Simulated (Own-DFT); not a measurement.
# Computed records: SiC (twinned 3C silicon carbide, atoms displaced), SiC (4H silicon carbide, atoms displaced), GaN (wurtzite, strained, atoms displaced)

Computed with Own-DFT development build. A calculation, not a measurement: plane-wave PBE density functional theory by an unreviewed code, no spin, of a simulated periodic cell, stress positive in tension, free energy of the whole cell less one offset for each atom, forces on such cells passed a denser k mesh, this cell's mesh not checked; offsets are fitted by least squares, one for each functional and potential file, so energies compare only between cells with the same atoms and settings and are not formation energies; the far tail of each file's local potential was reset to the Coulomb form; each entry is a single point on an unrelaxed cell, so the pressure reflects the starting lattice, mostly measured values (interpolated for alloys), from which strain is counted, and rises with the displacements; printed positions are rounded, which can move forces by about a meV/angstrom; the program, named Own-DFT, is a retired in-house code; no spin-orbit coupling.

Common to all runs: functional PBE.

(1) SiC (twinned 3C silicon carbide, atoms displaced)

```
cell vectors (Å)
   4.3596    -4.3596     0.0000
   0.0000     4.3596    -4.3596
   8.7192     8.7192     8.7192
atoms (fractions of the cell vectors)
Si  0.99238  0.02539  0.43460
C   0.01123  0.01854  0.06988
Si  0.16798  0.36429  0.10307
C   0.16765  0.34183  0.23152
Si  0.31686  0.17311  0.28419
C   0.33776  0.16543  0.39814
Si  0.98779  0.50781  0.42512
C   0.02047  0.49584  0.06141
Si  0.20217  0.85932  0.10692
C   0.16744  0.80322  0.23271
Si  0.32561  0.62980  0.26558
C   0.29417  0.64452  0.39853
Si  0.52864  0.01134  0.44135
C   0.46919  0.97707  0.06039
Si  0.68368  0.34148  0.10902
C   0.65316  0.31291  0.23608
Si  0.84945  0.15979  0.26879
C   0.80636  0.15006  0.38760
Si  0.50482  0.50798  0.43463
C   0.49085  0.48094  0.05790
Si  0.61376  0.82323  0.10296
C   0.66100  0.85400  0.22903
Si  0.85018  0.65758  0.26795
C   0.82618  0.65996  0.40371
Si  0.98696  0.97816  0.93884
C   0.99173  0.98666  0.56867
Si  0.84875  0.66752  0.60914
C   0.84801  0.67603  0.72659
Si  0.65711  0.83115  0.77012
C   0.67744  0.83485  0.90817
Si  0.99679  0.52571  0.93030
C   0.99645  0.50761  0.54578
Si  0.81676  0.15081  0.60692
C   0.82950  0.14933  0.74279
Si  0.67256  0.35806  0.77672
C   0.66697  0.33459  0.90799
Si  0.51369  0.01517  0.95096
C   0.49217  0.96955  0.55602
Si  0.34806  0.64715  0.60306
C   0.33282  0.70643  0.73443
Si  0.16164  0.83070  0.77419
C   0.18566  0.87742  0.90529
Si  0.49725  0.48032  0.93339
C   0.53776  0.50323  0.55976
Si  0.30733  0.14439  0.59621
C   0.29206  0.13234  0.72983
Si  0.18632  0.36681  0.76669
C   0.15421  0.31567  0.89131
```

It was run with potential files PseudoDojo norm-conserving, scalar-relativistic, standard set, wave cutoff 42 hartree, occupations Fermi-Dirac, smearing width 0.1 eV and k mesh 5 x 5 x 2 centred on Gamma.

The calculation gives: free energy of cell above offsets 9.456 eV; pressure 10.81 GPa; stress xx -10.98 GPa; stress yy -10.9 GPa; stress zz -10.54 GPa; stress yz -1.86 GPa; stress xz 0.6 GPa; stress xy 4.41 GPa.

Force:
```csv
element,x (eV/Å),y (eV/Å),z (eV/Å)
Si,1.596,-1.828,3.443
C,-1.699,-0.23,0.644
Si,2.606,-6.202,5.694
C,-2.937,-4.243,3.265
Si,-1.355,-5.548,-1.046
C,1.182,2.455,1.22
Si,0.574,0.192,4.01
C,-4.44,5.461,-4.264
Si,-6.633,6.855,5.28
C,0.398,0.834,-2.997
Si,5.989,6.16,-4.036
C,3.996,-4.561,-3.522
Si,-6.355,1.146,2.068
C,6.265,-0.42,-4.066
Si,-1.028,0.742,-0.236
C,-0.007,-0.31,-1.75
Si,-2.436,2.581,-0.709
C,3.813,-1.073,-2.308
Si,-1.262,1.631,1.189
C,1.91,1.654,-0.02
Si,5.449,-5.028,1.311
C,-1.331,-3.443,3.115
Si,-1.866,2.555,0.5
C,-2.258,0.49,-5.353
Si,3.43,4.432,-2.349
C,-2.685,0.807,-2.529
Si,-1.761,-2.93,-0.704
C,-0.429,2.345,2.667
Si,2.578,0.642,1.363
C,-5.107,-0.437,0.213
Si,3.87,-1.699,2.282
C,3.56,1.112,4.579
Si,0.824,0.634,-1.139
C,-0.937,1.014,-5.566
Si,-2.035,-2.458,2.971
C,-0.801,-2.717,-1.916
Si,-3.35,-4.054,-1.883
C,2.21,2.678,0.492
Si,-2.312,0.892,-1.195
C,-0.384,-6.424,1.83
Si,0.83,4.194,-0.267
C,-1.561,-5.54,1.586
Si,-0.937,5.015,-0.529
C,-2.245,2.169,2.48
Si,4.838,-0.728,-0.231
C,2.489,0.153,-5.897
Si,-1.315,-0.182,4.29
C,1.056,1.212,-1.983
```

(2) SiC (4H silicon carbide, atoms displaced)

```
cell vectors (Å)
  12.3308     0.0000     0.0000
  -6.1654    10.6788     0.0000
   0.0000     0.0000    10.0681
atoms (fractions of the cell vectors)
Si  0.99710  0.99189  0.40708
Si  0.08344  0.16365  0.15420
C   0.99920  0.00054  0.09357
C   0.08449  0.16420  0.34368
Si  0.99698  0.24716  0.40460
Si  0.08609  0.41718  0.15971
C   0.00070  0.24627  0.09614
C   0.08396  0.41366  0.34543
Si  0.99890  0.49787  0.40503
Si  0.08237  0.66485  0.15607
C   0.99934  0.50117  0.09324
C   0.08420  0.66595  0.34582
Si  0.00162  0.74988  0.41067
Si  0.08404  0.91652  0.15707
C   0.99906  0.75401  0.09493
C   0.08162  0.92216  0.34317
Si  0.25024  0.99904  0.40797
Si  0.33447  0.16590  0.15235
C   0.24677  0.99912  0.09599
C   0.32800  0.16523  0.33815
Si  0.24343  0.24677  0.40776
Si  0.32983  0.42015  0.15911
C   0.25164  0.25356  0.08589
C   0.33421  0.41154  0.34383
Si  0.25251  0.50092  0.40565
Si  0.32955  0.66604  0.15275
C   0.25569  0.50042  0.09552
C   0.33443  0.67015  0.34766
Si  0.25641  0.75639  0.40507
Si  0.33358  0.91357  0.15750
C   0.25119  0.75647  0.09484
C   0.33546  0.91810  0.34495
Si  0.49854  0.99981  0.40779
Si  0.58507  0.16646  0.15807
C   0.49640  0.99983  0.09300
C   0.57988  0.16479  0.34316
Si  0.49792  0.24534  0.40883
Si  0.57714  0.41555  0.15409
C   0.50046  0.25037  0.09503
C   0.58369  0.41714  0.34153
Si  0.50339  0.49961  0.40670
Si  0.58642  0.66905  0.15217
C   0.50264  0.50013  0.09509
C   0.58238  0.66531  0.34527
Si  0.49254  0.74775  0.40464
Si  0.58231  0.91246  0.15859
C   0.50187  0.75262  0.09541
C   0.58470  0.91423  0.34282
Si  0.74539  0.99777  0.40474
Si  0.82951  0.16689  0.15486
C   0.74889  0.00299  0.09199
C   0.83917  0.16815  0.34086
Si  0.74909  0.24990  0.40749
Si  0.83324  0.41999  0.15947
C   0.74653  0.24876  0.09184
C   0.83650  0.41922  0.34314
Si  0.75487  0.50737  0.40449
Si  0.83042  0.66187  0.15492
C   0.74855  0.50190  0.09025
C   0.82942  0.66848  0.34417
Si  0.75046  0.74881  0.40669
Si  0.83559  0.91943  0.15560
C   0.75170  0.74812  0.09532
C   0.83606  0.91671  0.34546
Si  0.99718  0.99748  0.90801
Si  0.91765  0.83679  0.65682
C   0.00015  0.00370  0.59359
C   0.91500  0.83572  0.83764
Si  0.00120  0.75114  0.90456
Si  0.91354  0.57807  0.65773
C   0.00228  0.74979  0.58912
C   0.91912  0.58655  0.84360
Si  0.99901  0.49965  0.90488
Si  0.91318  0.33177  0.65665
C   0.00197  0.50365  0.59364
C   0.91687  0.33452  0.84480
Si  0.00089  0.25093  0.90456
Si  0.91941  0.09177  0.65275
C   0.99821  0.24819  0.59443
C   0.91219  0.08018  0.84584
Si  0.75525  0.00169  0.90365
Si  0.66215  0.83080  0.66190
C   0.74960  0.99754  0.59291
C   0.66933  0.83503  0.84470
Si  0.75377  0.75422  0.90546
Si  0.65992  0.58159  0.65754
C   0.74875  0.74646  0.59667
C   0.67018  0.58639  0.84585
Si  0.74791  0.50400  0.90699
Si  0.66746  0.33506  0.65292
C   0.74742  0.49809  0.59091
C   0.66599  0.33733  0.84218
Si  0.74896  0.25577  0.90531
Si  0.66532  0.08521  0.65736
C   0.75018  0.25091  0.59815
C   0.66779  0.08471  0.84833
Si  0.49676  0.99754  0.90773
Si  0.41686  0.83760  0.65255
C   0.50033  0.99778  0.58752
C   0.41609  0.83402  0.84342
Si  0.49668  0.74995  0.90309
Si  0.41378  0.58183  0.65684
C   0.49921  0.74843  0.59709
C   0.41712  0.58245  0.83710
Si  0.49725  0.50009  0.90694
Si  0.41170  0.33418  0.65905
C   0.49913  0.49600  0.59388
C   0.41834  0.33617  0.83584
Si  0.50633  0.25167  0.91068
Si  0.42121  0.08081  0.65332
C   0.49886  0.25229  0.58968
C   0.41653  0.08147  0.84251
Si  0.24955  0.00054  0.90076
Si  0.16883  0.83397  0.65638
C   0.25029  0.99713  0.59186
C   0.16990  0.83655  0.84575
Si  0.25416  0.74951  0.90538
Si  0.16771  0.58337  0.65543
C   0.25406  0.75293  0.59510
C   0.16712  0.58711  0.84284
Si  0.25167  0.49476  0.90509
Si  0.17244  0.33880  0.65591
C   0.24429  0.50026  0.59170
C   0.16616  0.33096  0.84632
Si  0.25189  0.25152  0.90735
Si  0.16373  0.08080  0.65308
C   0.24684  0.24819  0.59335
C   0.16441  0.08452  0.83992
```

Here we set potential files PseudoDojo norm-conserving, scalar-relativistic, standard set, wave cutoff 42 hartree, occupations Fermi-Dirac, smearing width 0.1 eV, hardware one NVIDIA H200 and k mesh 3 x 3 x 3 centred on Gamma.

Results for SiC (4H silicon carbide, atoms displaced): free energy of cell above offsets -18.628 eV; pressure 3.79 GPa; stress xx -2.83 GPa; stress yy -3.59 GPa; stress zz -4.96 GPa; stress yz -0.22 GPa; stress xz -0.16 GPa; stress xy -0.33 GPa; wall time 513.3 s.

Force:
```csv
element,x (eV/Å),y (eV/Å),z (eV/Å)
Si,-1.054,2.448,0.321
Si,0.23,0.711,0.426
C,0.57,-0.509,-0.256
C,-1.295,-0.455,-0.071
Si,1.677,0.18,0.279
Si,-0.523,-0.728,-0.795
C,-0.868,1.075,-0.688
C,-0.182,0.747,0.103
Si,0.796,0.673,0.424
Si,-0.56,1.065,0.162
C,0.641,-0.472,0.04
C,0.233,0.354,-0.336
Si,-0.585,0.367,-1.935
Si,-0.786,0.428,0.045
C,0.598,-1.354,-0.376
C,2.371,-2.164,0.239
Si,-0.792,0.533,-1.053
Si,-1.01,0.111,0.277
C,1.062,0.031,-1.022
C,1.042,0.075,1.361
Si,1.34,0.149,-0.567
Si,2.897,-1.475,-0.062
C,0.167,-0.326,1.961
C,-0.898,1.182,0.629
Si,-0.139,-0.503,-0.19
Si,0.894,0.901,0.871
C,-2.336,0.762,-0.894
C,-0.815,-1.29,-1.417
Si,-1.244,-1.366,0.767
Si,-0.97,1.998,0.002
C,0.46,-2.43,-0.641
C,-0.288,0.062,-0.267
Si,0.969,-0.082,-1.557
Si,-0.874,-0.351,-0.555
C,0.976,-0.243,0.646
C,1.057,0.105,0.623
Si,-1.278,1.255,-1.498
Si,1.66,0.139,0.833
C,0.31,-0.188,-0.217
C,0.734,-0.472,0.38
Si,-0.543,-0.267,-0.382
Si,-0.176,-0.549,1.098
C,-2.074,0.441,-0.798
C,-0.438,0.378,-0.357
Si,2.87,0.491,0.89
Si,-0.43,1.627,-0.92
C,-0.546,-1.375,-1.049
C,-1.491,0.114,0.403
Si,1.764,0.386,0.418
Si,1.112,0.231,-0.27
C,0.497,-0.942,0.305
C,-2.524,-0.773,0.533
Si,0.396,0.025,-0.362
Si,-0.058,-0.69,-1.175
C,0.344,1.17,0.511
C,-0.797,-0.438,0.565
Si,-0.692,-1.663,0.075
Si,0.1,1.481,0.464
C,0.169,-1.088,0.815
C,1.957,-0.034,-0.375
Si,-1.309,0.576,0.478
Si,-0.476,-0.553,0.421
C,-0.388,1.1,-0.766
C,-1.23,-0.386,-0.326
Si,0.278,0.838,-0.709
Si,0.046,-0.672,-1.172
C,-0.093,-0.706,-0.201
C,1.14,-0.307,1.627
Si,-0.234,0.589,0.215
Si,-0.359,1.427,-0.617
C,-0.546,-0.019,2.105
C,-0.508,-0.76,0.285
Si,0.179,0.583,0.169
Si,1.127,0.915,0.035
C,-0.002,-1.295,-0.087
C,-0.103,-0.104,-0.082
Si,-0.374,-0.801,0.889
Si,-0.006,-2.891,1.045
C,0.047,2.158,-0.492
C,1.65,1.614,-1.022
Si,-2.183,-0.391,0.815
Si,1.269,0.455,-1.394
C,-0.744,0.683,0.202
C,-0.9,-0.396,0.628
Si,-0.32,-0.822,0.289
Si,1.756,0.216,0.142
C,-0.465,0.675,-0.4
C,-1.512,-0.039,-0.284
Si,1.223,-0.24,-0.54
Si,-0.965,-0.166,0.246
C,0.085,0.656,0.427
C,0.621,0.194,-0.002
Si,0.635,-1.014,0.028
Si,1.103,-0.843,0.333
C,-0.449,-0.258,-1.136
C,-0.585,-0.012,-0.75
Si,0.698,0.736,-0.019
Si,0.971,-1.316,0.924
C,0.22,0.866,1.203
C,0.382,0.144,-0.458
Si,1.16,0.31,0.474
Si,0.3,0.034,-1.428
C,-0.827,0.183,-0.674
C,-0.46,0.123,1.901
Si,1.235,0.124,-0.25
Si,1.162,-0.843,-1.907
C,-1.387,0.639,-0.181
C,0.164,-0.564,2.89
Si,-1.64,-0.502,-1.393
Si,-1.668,1.011,0.255
C,0.4,-0.855,1.332
C,0.213,0.716,0.022
Si,-0.318,0.448,1.13
Si,-0.34,-0.478,0.061
C,-0.009,0.798,0.448
C,-0.038,-0.98,-0.531
Si,-1.517,0.623,0.202
Si,-0.895,0.887,0.179
C,-0.523,-0.492,-0.602
C,0.937,-1.33,0.543
Si,-1.098,1.221,0.034
Si,-1.2,-1.602,0.112
C,1.754,0.11,0.127
C,-0.028,0.504,-0.884
Si,0.293,-0.545,-1.469
Si,0.437,0.384,0.386
C,0.186,0.39,0.096
C,0.401,-0.22,0.697
```

(3) GaN (wurtzite, strained, atoms displaced)

```
cell vectors (Å)
  12.7560     0.0000     0.0000
  -4.7835     8.2853     0.0000
   0.0000     0.0000    10.6292
atoms (fractions of the cell vectors)
Ga  0.08957  0.22854  0.99825
Ga  0.17180  0.12226  0.25626
N   0.08808  0.22616  0.19493
N   0.16246  0.10747  0.43047
Ga  0.08869  0.21380  0.49653
Ga  0.17546  0.12119  0.75316
N   0.08373  0.22477  0.69767
N   0.17010  0.11196  0.93777
Ga  0.08444  0.55565  0.00256
Ga  0.16543  0.44465  0.24928
N   0.08240  0.55209  0.18949
N   0.16471  0.44072  0.43672
Ga  0.09559  0.56865  0.50420
Ga  0.16119  0.43936  0.74649
N   0.08674  0.55578  0.69127
N   0.16855  0.45102  0.94123
Ga  0.08537  0.89893  0.00266
Ga  0.16679  0.77718  0.24884
N   0.08660  0.89344  0.19187
N   0.16843  0.78484  0.43839
Ga  0.08531  0.89035  0.49897
Ga  0.16639  0.77732  0.75170
N   0.09122  0.88696  0.68687
N   0.17471  0.78847  0.93420
Ga  0.32955  0.22229  0.99982
Ga  0.41466  0.11248  0.25300
N   0.33751  0.21921  0.18366
N   0.41096  0.10379  0.44127
Ga  0.33130  0.21866  0.50977
Ga  0.41889  0.10744  0.75198
N   0.33335  0.21959  0.68825
N   0.41859  0.10724  0.93343
Ga  0.34253  0.55635  0.00184
Ga  0.41594  0.44283  0.25332
N   0.32490  0.54898  0.18866
N   0.41504  0.44718  0.43670
Ga  0.33788  0.56216  0.49804
Ga  0.41728  0.44368  0.75145
N   0.33762  0.56607  0.68774
N   0.41514  0.45303  0.94064
Ga  0.33121  0.87992  0.00020
Ga  0.40992  0.77389  0.25315
N   0.34239  0.89219  0.18586
N   0.41177  0.77622  0.42788
Ga  0.32378  0.88496  0.49555
Ga  0.41230  0.77551  0.74970
N   0.33973  0.89764  0.68630
N   0.41420  0.78039  0.93154
Ga  0.58569  0.21862  0.99972
Ga  0.66824  0.11011  0.24674
N   0.58360  0.22589  0.18986
N   0.66592  0.11925  0.44919
Ga  0.58222  0.21677  0.49065
Ga  0.66398  0.11920  0.74915
N   0.58094  0.22566  0.68625
N   0.66168  0.10853  0.94231
Ga  0.57994  0.55694  0.99795
Ga  0.66961  0.44363  0.24886
N   0.57525  0.55751  0.18827
N   0.66754  0.44487  0.44074
Ga  0.58789  0.55965  0.49652
Ga  0.66891  0.44706  0.75129
N   0.58663  0.55720  0.67587
N   0.66451  0.44639  0.93756
Ga  0.58844  0.89736  0.99847
Ga  0.66603  0.78929  0.25270
N   0.58073  0.88388  0.19302
N   0.66197  0.77986  0.43978
Ga  0.58843  0.89295  0.50469
Ga  0.66203  0.76577  0.73986
N   0.57976  0.88650  0.69323
N   0.67664  0.78952  0.93455
Ga  0.83579  0.22792  0.00382
Ga  0.91618  0.11274  0.25674
N   0.82643  0.20801  0.18427
N   0.91679  0.11191  0.44565
Ga  0.82919  0.22350  0.51172
Ga  0.91448  0.10957  0.75010
N   0.84119  0.23487  0.68288
N   0.91644  0.11040  0.94707
Ga  0.83345  0.55171  0.99930
Ga  0.91893  0.44484  0.24727
N   0.83281  0.54871  0.18467
N   0.91189  0.43883  0.44229
Ga  0.84027  0.56179  0.49674
Ga  0.91729  0.45052  0.75757
N   0.83972  0.56049  0.69297
N   0.91507  0.44809  0.94210
Ga  0.83573  0.88031  0.00257
Ga  0.91464  0.77542  0.24563
N   0.83157  0.88943  0.18801
N   0.91619  0.78482  0.44254
Ga  0.83315  0.89568  0.50004
Ga  0.91641  0.77715  0.74908
N   0.82354  0.88670  0.69068
N   0.91739  0.78662  0.93621
```

Settings of this run: potential files PseudoDojo norm-conserving, scalar-relativistic, standard set with the stringent files for Ga, wave cutoff 96 hartree, occupations Gaussian, smearing width 0.01 eV and k mesh 3 x 4 x 3 centred on Gamma.

The calculation gives: free energy of cell above offsets -5.797 eV; pressure 2.36 GPa; stress xx -5.43 GPa; stress yy -4.37 GPa; stress zz 2.71 GPa; stress yz -0.25 GPa; stress xz 0.44 GPa; stress xy 1.49 GPa.

Force:
```csv
element,x (eV/Å),y (eV/Å),z (eV/Å)
Ga,-0.955,-0.293,0.628
Ga,0.502,-0.787,-1.741
N,-0.902,-0.652,-0.975
N,1.752,-0.106,1.761
Ga,-2.296,1.596,1.147
Ga,-1.052,-1.538,-0.022
N,0.663,-1.461,-1.511
N,-0.741,0.607,-0.228
Ga,0.047,0.873,-0.308
Ga,0.03,-0.199,0.772
N,-0.308,0.698,-0.366
N,0.265,0.402,0.47
Ga,-1.042,-2.033,-0.155
Ga,1.169,1.434,1.112
N,-0.857,0.451,-0.357
N,0.577,-0.394,-0.619
Ga,0.57,-1.253,0.028
Ga,0.39,0.462,-0.203
N,-0.308,-0.127,-0.437
N,-1.026,-1.268,-1.135
Ga,-0.803,-0.143,0.551
Ga,1.356,0.273,0.099
N,-1.93,1.106,-0.234
N,-1.766,-1.349,0.828
Ga,1.984,0.032,0.113
Ga,0.897,-0.354,-0.099
N,-1.293,0.532,0.409
N,-0.135,1.081,-0.683
Ga,0.199,0.699,-1.603
Ga,-0.2,0.512,0.106
N,0.396,0.865,0.536
N,-0.706,0.612,0.963
Ga,-3.352,1.681,0.751
Ga,-0.574,-0.006,-0.235
N,1.381,0.707,-0.436
N,0.726,-0.892,0.54
Ga,-0.536,-0.424,0.277
Ga,-0.204,0.747,-0.585
N,-0.034,-2.233,-0.52
N,2.128,-2.099,-1.621
Ga,0.42,1.482,0.207
Ga,1.259,-0.374,-1.046
N,-1.922,-0.168,-0.024
N,0.276,0.7,2.157
Ga,2.71,0.701,1.392
Ga,0.176,1.12,0.18
N,-0.883,-1.52,-0.751
N,1.46,-0.562,1.091
Ga,-1.816,0.694,0.485
Ga,-1.305,-0.338,0.959
N,0.36,-0.703,-0.145
N,2.023,-1.862,-1.877
Ga,-2.086,1.384,1.641
Ga,0.928,-0.868,0.14
N,0.453,0.416,-0.319
N,1.519,1.464,-1.184
Ga,0.747,1.031,0.763
Ga,-1.326,0.542,0.42
N,1.73,0.419,-0.158
N,0.289,0.174,-0.83
Ga,-0.584,-0.735,-0.641
Ga,-0.091,-0.098,-0.474
N,-0.383,-1.425,1.483
N,0.372,-0.155,0.018
Ga,-0.077,-1.982,0.273
Ga,1.021,-1.739,-0.011
N,-1.194,1.047,-1.081
N,1.13,0.303,-0.448
Ga,-1.841,-0.014,0.215
Ga,-1.008,1.567,1.842
N,0.454,0.657,-0.706
N,-1.276,-1.563,-0.116
Ga,0.178,-1.299,-0.626
Ga,0.662,-0.236,-0.346
N,0.769,1.801,0.772
N,-0.297,0.678,-0.676
Ga,0.833,0.393,-1.994
Ga,-0.297,-0.034,0.946
N,-0.652,-0.846,2.922
N,0.282,0.465,-0.985
Ga,-1.343,1.205,0.044
Ga,-0.373,-1.04,1.23
N,-0.055,0.843,0.065
N,1.16,1.138,-1.014
Ga,-0.707,-0.471,0.72
Ga,0.838,-0.275,-0.752
N,-0.849,-0.384,-0.737
N,1.076,-0.346,-0.375
Ga,-1.789,1.772,0.344
Ga,0.04,0.4,0.735
N,0.476,-0.164,0.49
N,0.5,-0.441,-0.871
Ga,-0.162,-0.899,0.637
Ga,-0.019,1.2,0.016
N,2.073,0.657,-0.903
N,2.106,-1.468,-0.114
```
